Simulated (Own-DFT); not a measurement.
AlGa₃N₄ (wurtzite random alloy, strained, atoms displaced) (calculated)

All values are calculated (Own-DFT development build). A calculation, not a measurement: plane-wave PBE density functional theory by an unreviewed code, no spin, of a simulated periodic cell, stress positive in tension, free energy of the whole cell less one offset for each atom, forces on such cells passed a denser k mesh, this cell's mesh not checked; offsets are fitted by least squares, one for each functional and potential file, so energies compare only between cells with the same atoms and settings and are not formation energies; the far tail of each file's local potential was reset to the Coulomb form; each entry is a single point on an unrelaxed cell, so the pressure reflects the starting lattice, mostly measured values, from which strain is counted, and rises with the displacements; printed positions are rounded, which can move forces by about a meV/angstrom; the program is a retired in-house code; no spin-orbit coupling.

Settings shared by all entries: functional PBE; potential files PseudoDojo norm-conserving, scalar-relativistic, standard set with the stringent files for Ga; wave cutoff 96 hartree; occupations Gaussian; smearing width 0.01 eV; k mesh 4 x 4 x 3 centred on Gamma.

(1) 
```cif
# cell vector a (Å): 9.6757 0.0000 0.0000
# cell vector b (Å): -4.8378 8.3794 0.0000
# cell vector c (Å): 0.0000 0.0000 10.2685
data_AlGa3N4
_symmetry_space_group_name_H-M 'P 1'
_symmetry_Int_Tables_number 1
_cell_length_a 9.6757
_cell_length_b 9.6757
_cell_length_c 10.2685
_cell_angle_alpha 90.000
_cell_angle_beta 90.000
_cell_angle_gamma 120.000
_cell_volume 832.53
loop_
_atom_site_label
_atom_site_type_symbol
_atom_site_fract_x
_atom_site_fract_y
_atom_site_fract_z
_atom_site_occupancy
Al1 Al 0.10590 0.22140 0.99912 1
Ga1 Ga 0.21831 0.10330 0.25519 1
N1 N 0.11566 0.21394 0.18646 1
N2 N 0.22131 0.10923 0.43978 1
Ga2 Ga 0.10808 0.22409 0.49661 1
Ga3 Ga 0.22511 0.11694 0.74098 1
N3 N 0.11201 0.22725 0.68601 1
N4 N 0.21715 0.10796 0.94167 1
Ga4 Ga 0.10629 0.54615 0.99637 1
Ga5 Ga 0.22090 0.44204 0.24767 1
N5 N 0.11804 0.56123 0.20171 1
N6 N 0.22257 0.44500 0.44057 1
Ga6 Ga 0.12140 0.56357 0.50311 1
Al2 Al 0.21313 0.44699 0.74785 1
N7 N 0.11638 0.55996 0.69621 1
N8 N 0.22077 0.44850 0.94451 1
Ga7 Ga 0.10691 0.88861 0.99908 1
Ga8 Ga 0.22793 0.78255 0.24660 1
N9 N 0.10637 0.88957 0.18835 1
N10 N 0.22718 0.78214 0.44183 1
Al3 Al 0.10795 0.88836 0.49567 1
Ga9 Ga 0.22648 0.77532 0.75178 1
N11 N 0.11681 0.88552 0.69668 1
N12 N 0.22528 0.77756 0.94035 1
Ga10 Ga 0.43356 0.22148 0.00246 1
Ga11 Ga 0.54763 0.09764 0.25537 1
N13 N 0.43850 0.22350 0.18679 1
N14 N 0.55849 0.10321 0.44036 1
Al4 Al 0.44461 0.22123 0.49016 1
Ga12 Ga 0.55351 0.09748 0.75554 1
N15 N 0.45486 0.22537 0.69689 1
N16 N 0.54336 0.10582 0.93949 1
Al5 Al 0.43613 0.54363 0.99680 1
Ga13 Ga 0.55439 0.44259 0.24197 1
N17 N 0.45114 0.55788 0.19164 1
N18 N 0.54958 0.44082 0.44387 1
Ga14 Ga 0.44478 0.54519 0.50033 1
Al6 Al 0.55623 0.44074 0.75330 1
N19 N 0.44225 0.54682 0.68994 1
N20 N 0.54951 0.44465 0.93813 1
Ga15 Ga 0.43745 0.89167 0.99840 1
Ga16 Ga 0.56345 0.78645 0.24631 1
N21 N 0.45231 0.89552 0.18914 1
N22 N 0.55682 0.77738 0.43930 1
Ga17 Ga 0.43954 0.88450 0.50006 1
Al7 Al 0.56167 0.77679 0.75242 1
N23 N 0.44776 0.88757 0.68332 1
N24 N 0.55594 0.78129 0.93611 1
Ga18 Ga 0.76956 0.21443 0.99848 1
Al8 Al 0.88898 0.11526 0.25345 1
N25 N 0.78106 0.22320 0.19211 1
N26 N 0.88893 0.10676 0.44717 1
Ga19 Ga 0.77124 0.21518 0.49505 1
Ga20 Ga 0.89783 0.11138 0.74776 1
N27 N 0.78369 0.21743 0.68117 1
N28 N 0.88517 0.11012 0.94460 1
Ga21 Ga 0.76848 0.54930 0.00208 1
Ga22 Ga 0.88333 0.44489 0.25382 1
N29 N 0.78003 0.56324 0.19159 1
N30 N 0.88374 0.44082 0.43957 1
Ga23 Ga 0.77475 0.55619 0.49647 1
Ga24 Ga 0.88810 0.44379 0.75436 1
N31 N 0.78360 0.55894 0.70507 1
N32 N 0.88992 0.44874 0.94876 1
Ga25 Ga 0.77870 0.89267 0.00099 1
Ga26 Ga 0.88630 0.77656 0.25064 1
N33 N 0.78063 0.89030 0.18952 1
N34 N 0.87986 0.77983 0.43906 1
Ga27 Ga 0.78390 0.88830 0.49214 1
Al9 Al 0.88918 0.77348 0.74684 1
N35 N 0.77557 0.88488 0.68565 1
N36 N 0.89551 0.78244 0.94150 1
_calc_free_energy_of_cell_above_offsets '-10.736'  # eV
_calc_pressure -0.12  # GPa
_calc_stress_xx 1.65  # GPa
_calc_stress_yy 1.3  # GPa
_calc_stress_zz -2.59  # GPa
_calc_stress_yz -0.65  # GPa
_calc_stress_xz -0.24  # GPa
_calc_stress_xy 0.52  # GPa
```

Force:
```csv
element,x (eV/Å),y (eV/Å),z (eV/Å)
Al,0.652,-0.314,0.225
Ga,-0.068,0.625,-1.162
N,-2.102,0.631,0.178
N,0.565,-0.336,1.163
Ga,0.41,0.175,0.162
Ga,0.749,-0.504,1.078
N,0.488,0.722,0.648
N,-1.136,1.015,-0.689
Ga,-0.356,1.914,1.75
Ga,0.652,0.084,0.18
N,-0.792,-0.74,-1.5
N,-0.003,-0.154,-0.086
Ga,-0.834,-0.881,-0.414
Al,2.202,-0.351,0.418
N,-0.379,-0.95,-0.625
N,1.045,-1.844,-1.334
Ga,0.834,-0.002,-0.225
Ga,-0.377,-0.257,0.308
N,0.96,-0.562,0.691
N,-1.882,0.087,-0.426
Al,0.446,-0.225,1.122
Ga,0.04,1.049,0.118
N,-1.657,0.172,-1.973
N,-1.004,-0.663,0.367
Ga,0.458,-0.254,-0.976
Ga,0.198,2.63,-0.755
N,1.062,-0.788,1.285
N,-2.318,0.747,-0.021
Al,0.528,-0.289,1.7
Ga,-0.057,1.352,-1.398
N,-0.441,-0.071,-1.765
N,0.648,1.116,0.652
Al,-0.013,2.035,0.638
Ga,-0.046,0.329,1.111
N,-0.994,-0.008,-1.489
N,1.567,-1.175,-1.095
Ga,-1.294,1.661,0.243
Al,-0.121,0.269,-0.574
N,-0.367,0.527,1.309
N,-0.026,-0.194,0.141
Ga,1.352,-0.794,0.235
Ga,-0.116,-1.291,0.687
N,-0.644,-1.488,-0.587
N,-0.08,-0.356,-0.208
Ga,1.471,0.011,-0.065
Al,-0.487,-0.322,-0.991
N,0.654,-1.085,1.621
N,-0.06,-1.089,0.356
Ga,-0.299,0.627,0.538
Al,0.829,-0.424,-0.376
N,-0.154,-0.553,0.218
N,-0.23,0.785,-2.373
Ga,0.888,0.786,0.662
Ga,-1.172,-0.853,0.035
N,-0.702,0.486,1.846
N,0.89,0.983,-0.809
Ga,0.341,1.394,-0.384
Ga,0.878,0.275,-0.712
N,0.007,-1.344,-0.081
N,0.298,0.656,0.844
Ga,0.231,-0.454,1.106
Ga,0.252,-0.654,-0.351
N,-1.182,-0.542,-1.489
N,-0.536,-1.412,-0.84
Ga,0.204,-1.04,-0.385
Ga,-0.022,0.647,-0.482
N,-0.058,1.369,0.548
N,3.501,-0.885,-0.056
Ga,-2.776,0.226,1.711
Al,0.021,1.27,1.015
N,0.914,-0.418,0.883
N,-1.447,-1.09,-1.1
```

(2) 
```cif
# cell vector a (Å): 9.6757 0.0000 0.0000
# cell vector b (Å): -4.8378 8.3794 0.0000
# cell vector c (Å): 0.0000 0.0000 10.2685
data_AlGa3N4
_symmetry_space_group_name_H-M 'P 1'
_symmetry_Int_Tables_number 1
_cell_length_a 9.6757
_cell_length_b 9.6757
_cell_length_c 10.2685
_cell_angle_alpha 90.000
_cell_angle_beta 90.000
_cell_angle_gamma 120.000
_cell_volume 832.53
loop_
_atom_site_label
_atom_site_type_symbol
_atom_site_fract_x
_atom_site_fract_y
_atom_site_fract_z
_atom_site_occupancy
Ga1 Ga 0.11665 0.23505 0.99684 1
Ga2 Ga 0.22617 0.11741 0.25964 1
N1 N 0.11451 0.22881 0.19547 1
N2 N 0.21647 0.10582 0.44120 1
Ga3 Ga 0.11689 0.22619 0.49677 1
Ga4 Ga 0.22330 0.11099 0.74892 1
N3 N 0.10913 0.21673 0.69386 1
N4 N 0.21357 0.11262 0.93281 1
Ga5 Ga 0.11637 0.55831 0.01197 1
Ga6 Ga 0.21776 0.43699 0.24086 1
N5 N 0.11300 0.56016 0.18775 1
N6 N 0.22523 0.43879 0.44084 1
Al1 Al 0.11681 0.55788 0.49588 1
Ga7 Ga 0.21707 0.43584 0.75224 1
N7 N 0.11997 0.56041 0.69420 1
N8 N 0.21782 0.44821 0.93383 1
Ga8 Ga 0.11405 0.88672 0.99369 1
Ga9 Ga 0.21630 0.77243 0.25548 1
N9 N 0.11334 0.89142 0.19832 1
N10 N 0.22072 0.77383 0.44705 1
Al2 Al 0.10360 0.88426 0.49447 1
Al3 Al 0.21906 0.77120 0.74801 1
N11 N 0.10662 0.88206 0.69345 1
N12 N 0.22566 0.78454 0.93911 1
Al4 Al 0.44141 0.21948 0.00591 1
Ga10 Ga 0.56115 0.11685 0.24741 1
N13 N 0.44079 0.22684 0.17871 1
N14 N 0.56728 0.11717 0.44429 1
Ga11 Ga 0.44497 0.22414 0.50768 1
Ga12 Ga 0.56322 0.12044 0.75046 1
N15 N 0.45575 0.23178 0.69915 1
N16 N 0.56575 0.12132 0.92720 1
Ga13 Ga 0.43975 0.55208 0.00332 1
Ga14 Ga 0.55289 0.43854 0.25514 1
N17 N 0.44223 0.54860 0.18623 1
N18 N 0.56498 0.45205 0.43187 1
Ga15 Ga 0.44920 0.55036 0.50242 1
Ga16 Ga 0.55426 0.44708 0.75124 1
N19 N 0.45163 0.55039 0.68486 1
N20 N 0.56691 0.45674 0.93827 1
Ga17 Ga 0.45091 0.88876 0.00372 1
Al5 Al 0.55478 0.77754 0.25358 1
N21 N 0.45121 0.88868 0.18634 1
N22 N 0.55256 0.77263 0.43103 1
Al6 Al 0.44975 0.88231 0.49475 1
Ga18 Ga 0.55655 0.76958 0.75157 1
N23 N 0.43444 0.88366 0.69713 1
N24 N 0.55275 0.77718 0.93930 1
Ga19 Ga 0.77337 0.22150 0.00809 1
Ga20 Ga 0.88522 0.11942 0.25405 1
N25 N 0.78610 0.21725 0.18636 1
N26 N 0.87875 0.10967 0.43995 1
Ga21 Ga 0.76924 0.21308 0.50903 1
Ga22 Ga 0.88097 0.10342 0.75139 1
N27 N 0.77329 0.21846 0.68413 1
N28 N 0.89170 0.11189 0.93306 1
Ga23 Ga 0.78100 0.55925 0.99295 1
Ga24 Ga 0.87419 0.44379 0.24785 1
N29 N 0.78439 0.55457 0.18192 1
N30 N 0.88372 0.44101 0.43527 1
Al7 Al 0.77881 0.55336 0.49278 1
Al8 Al 0.88143 0.43989 0.74404 1
N31 N 0.77721 0.55050 0.68794 1
N32 N 0.88866 0.45564 0.92995 1
Ga25 Ga 0.77096 0.88206 0.00952 1
Ga26 Ga 0.89170 0.77205 0.24604 1
N33 N 0.77364 0.88447 0.18446 1
N34 N 0.89952 0.78102 0.43961 1
Al9 Al 0.76716 0.88905 0.49958 1
Ga27 Ga 0.88387 0.77294 0.74842 1
N35 N 0.77789 0.89510 0.68057 1
N36 N 0.89467 0.77434 0.94479 1
_calc_free_energy_of_cell_above_offsets '-8.561'  # eV
_calc_pressure 1.2  # GPa
_calc_stress_xx 2.01  # GPa
_calc_stress_yy 2.37  # GPa
_calc_stress_zz -7.97  # GPa
_calc_stress_yz -0.46  # GPa
_calc_stress_xz -0.68  # GPa
_calc_stress_xy 0.76  # GPa
```

Force:
```csv
element,x (eV/Å),y (eV/Å),z (eV/Å)
Ga,-0.35,-1.981,0.233
Ga,-0.359,-0.807,-1.816
N,-0.311,-2.194,-1.154
N,1.09,0.06,1.2
Ga,-1.225,-1.097,1.152
Ga,0.149,-0.709,-0.334
N,-0.288,0.278,-1.181
N,1.82,0.616,1.936
Ga,-1.44,0.606,-3.605
Ga,0.114,2.248,1.76
N,-0.153,-1.066,2.15
N,-0.851,1.594,-0.51
Al,-0.299,-1.088,1
Ga,-0.115,0.771,-1.4
N,-1.267,-1.375,-1.658
N,0.823,0.431,1.559
Ga,-0.435,0.934,0.947
Ga,0.459,1.08,-0.332
N,0.415,0.379,-0.962
N,0.474,0.685,-0.343
Al,1.455,0.433,1.678
Al,-0.261,0.868,0.652
N,0.629,0.291,-1.372
N,1.075,-0.771,-0.289
Al,-0.015,0.485,-3.623
Ga,-0.291,-0.719,0.452
N,1.017,-0.703,2.307
N,-2.709,-2.166,-1.305
Ga,0.429,-0.241,-0.235
Ga,-0.36,-1.872,-1.124
N,-1.209,-1.068,-1.539
N,-1.392,-0.493,3.948
Ga,0.718,0.324,-1.142
Ga,-0.013,0.974,-2.605
N,-0.146,1.265,1.412
N,0.266,-0.839,2.133
Ga,-0.837,0.218,-1.035
Ga,1.431,0.154,0.673
N,-1.567,0.482,0.691
N,-1.651,-1.951,0.609
Ga,-1.197,0.594,-1.829
Al,0.473,-0.555,-1.945
N,-0.238,0.053,1.909
N,0.231,0.605,1.361
Al,-1.521,0.589,1.51
Ga,-1.095,0.957,-0.358
N,1.214,0.379,-1.905
N,0.716,-0.551,0.129
Ga,0.942,0.77,-3.222
Ga,2.635,-1.924,0.239
N,-2.89,1.65,0.595
N,1.187,-0.776,0.409
Ga,1.465,1.811,-1.946
Ga,0.402,0.989,-0.43
N,0.901,1.331,2.247
N,-0.632,-0.138,1.993
Ga,0.205,-0.377,0.307
Ga,2.608,-0.651,0.504
N,-2.058,0.125,0.445
N,0.712,0.699,0.989
Al,0.556,0.786,1.02
Al,1.21,0.603,0.517
N,-0.044,0.091,-1.369
N,1.589,-1.483,0.515
Ga,0.93,0.725,-2.914
Ga,-0.735,0.847,0.329
N,-0.301,0.011,3.305
N,-2.49,-1.202,0.067
Al,1.615,0.084,-0.954
Ga,0.367,0.403,0.192
N,-0.02,-1.656,0.298
N,-1.552,1.179,-0.936
```
